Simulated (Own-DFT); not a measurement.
# How strain changes the stress of wurtzite AlGaN with randomly placed atoms, 72 atoms (Al9Ga27N36)

These are calculations, not measurements. The program, named Own-DFT, is a retired in-house plane-wave density functional code that no person has reviewed. Each row is one single-point run on a periodic cell that was not relaxed, without spin or spin-orbit coupling.

Settings of every run: PBE; PseudoDojo norm-conserving scalar-relativistic files; cutoff 42 hartree; 4 x 4 x 3 k mesh centred on Gamma; Fermi-Dirac smearing of 0.1 eV.

Known limits: forces on such cells passed a denser k mesh, each cell not checked; stress not checked against mesh or cutoff.

Unstrained cell vectors in Å: (9.509, 0.000, 0.000); (-4.755, 8.235, 0.000); (0.000, 0.000, 10.268). The unstrained cell has measured lattice constants (interpolated for alloys), not those of this functional. That, the random moves and any unrelaxed bonds set the pressure at no strain. Each run strains this cell uniformly, with the atoms carried along. Every atom was also moved at random, by a Gaussian of width 0.05 Å on each axis. The random placing of the alloy's atoms differs from row to row. Strain is the symmetric tensor, in per cent. Stress is positive in tension, and the pressure is minus a third of its trace.

```
run  e_xx (%)  e_yy (%)  e_zz (%)  s_xx (GPa)  s_yy (GPa)  s_zz (GPa)  P (GPa)  E (meV/atom)
  1      1.50      1.50      0.00        1.94        0.08       -6.12     1.37           0.0
  2     -2.50     -2.50      0.00      -23.81      -23.53      -11.80    19.72          77.1
  3     -3.00     -3.00      0.00      -27.73      -28.08      -11.15    22.32          93.6
  4      2.75      2.75      0.00        6.89        4.48       -5.47    -1.97          25.5
  5     -0.50     -0.50      0.00      -10.67      -10.96       -8.14     9.92          35.4
  6      0.75      0.75      0.00       -4.87       -3.42       -5.19     4.49          18.8
  7      2.25      2.25      0.00        3.63        4.04       -4.12    -1.19           7.7
  8     -1.75     -1.75      0.00      -19.02      -17.60      -10.32    15.65          54.5
  9      2.00      2.00      0.00           ?           ?           ?        ?             ?
```

E is the free energy for each atom above the lowest run shown.

## Worked fit

The change of volume is close to e_xx + e_yy + e_zz. A straight line through the runs shown gives P = 8.61 - 216 x (fractional change of volume) GPa, with an error of 8 on the slope and a scatter of 0.95 GPa. The strain isn't the same on all axes and the cell isn't cubic, so the slope belongs to this path and is not the bulk modulus.

## Withheld run

Question: what pressure should run 9 give? Its volume changes by 4.04 %.

The line gives -0.1 GPa. The calculation gave -0.30 GPa.
